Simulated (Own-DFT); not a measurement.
# One trend across several semiconductors

Source: density functional calculations with Own-DFT, an unreviewed in-house program that is no longer used. Nothing was measured or relaxed, and spin and spin-orbit coupling are left out.

Caveats (not all hold for every row): forces on such cells moved up to 12 meV/angstrom on a denser k mesh; forces not confirmed at this smearing and k mesh; k mesh not checked against a denser one; forces on such cells passed a denser k mesh, each cell not checked; stress not checked against mesh or cutoff.

All runs are PBE with PseudoDojo norm-conserving files; cutoff and k mesh are each material's own. Every cell starts from measured lattice constants and was given uniform random strains and small random moves of its atoms. Each triple is the change of volume in per cent, the rms move u in Å and the pressure in GPa.

- 3C SiC (C48Si48), 10.36 Å³/atom unstrained: (-2.07, 0.051, 10.20); (-2.00, 0.048, 10.36); (-0.69, 0.048, 7.00); (-0.01, 0.049, 5.59); (0.36, 0.051, 4.76); (0.93, 0.049, 3.02); (3.77, 0.050, -1.79)
- wurtzite AlN (Al36N36), 10.45 Å³/atom unstrained: withheld
- wurtzite GaN (Ga36N36), 11.42 Å³/atom unstrained: (-2.92, 0.049, 13.87); (-2.33, 0.048, 12.04); (-1.66, 0.049, 11.06); (0.58, 0.049, 5.93); (0.77, 0.046, 5.37); (1.27, 0.048, 5.14); (1.79, 0.054, 4.14)
- diamond silicon (Si64), 20.02 Å³/atom unstrained: (-2.33, 0.047, 5.08); (-1.53, 0.053, 4.13); (-1.21, 0.047, 3.92); (-0.33, 0.045, 2.83); (0.64, 0.054, 1.93); (0.83, 0.053, 1.88); (1.42, 0.046, 1.24)
- zincblende GaP (Ga32P32), 20.24 Å³/atom unstrained: (-1.50, 0.052, 4.75); (-0.64, 0.049, 4.15); (-0.54, 0.051, 4.19); (0.30, 0.048, 3.01); (0.91, 0.050, 2.57); (1.67, 0.050, 1.87); (3.00, 0.051, 1.12)
- grey tin (Sn64), 34.15 Å³/atom unstrained: (-3.21, 0.052, 5.67); (-2.06, 0.050, 4.80); (-0.56, 0.052, 4.08); (0.55, 0.053, 3.69); (0.62, 0.048, 3.33); (1.17, 0.051, 3.20); (1.46, 0.051, 3.11)

## Analysis

Fit a line to each set against the fractional change of volume; B is minus its slope, and u is nearly the same within a set. To take it to zero pressure, assume that B rises by 4 GPa for each GPa: B0 = B - 4 x (mean pressure). The bond length of an ideal tetrahedral crystal with the unstrained volume v is d = (√3/4)(8 v)^(1/3). Cohen's empirical rule reads B0 = (1971 - 220 L) d^(-3.5) GPa, with L = 0 for group IV crystals and SiC and 1 for III-V compounds.

```
material,L,d (Å),B (GPa),mean P (GPa),B0 (GPa),rule (GPa)
3C SiC (C48Si48),0,1.888,211 ± 9,5.6,189 ± 9,213
wurtzite AlN (Al36N36),1,1.893,?,?,?,188
wurtzite GaN (Ga36N36),1,1.950,208 ± 9,8.2,175 ± 9,169
diamond silicon (Si64),0,2.352,102 ± 3,3.0,90 ± 3,99
zincblende GaP (Ga32P32),1,2.360,86 ± 5,3.1,74 ± 5,87
grey tin (Sn64),0,2.810,54 ± 3,4.0,38 ± 3,53
```

A line through ln[B0/(1971 - 220 L)] against ln d has a slope of -4.2 ± 0.3 and a scatter of 9 %. Against the rule, B0 stands at 89 % for 3C SiC, 103 % for wurtzite GaN, 91 % for diamond silicon, 85 % for zincblende GaP, 71 % for grey tin. PBE tends to make silicon and heavier crystals too soft, and the rule itself is only a guide.

## Prediction

Q: what B0 does the fitted trend give for wurtzite AlN (Al36N36)?

From the line: 184 GPa. Its own runs give B = 234 ± 15 GPa at a mean pressure of 7.7 GPa, so B0 = 203 GPa.
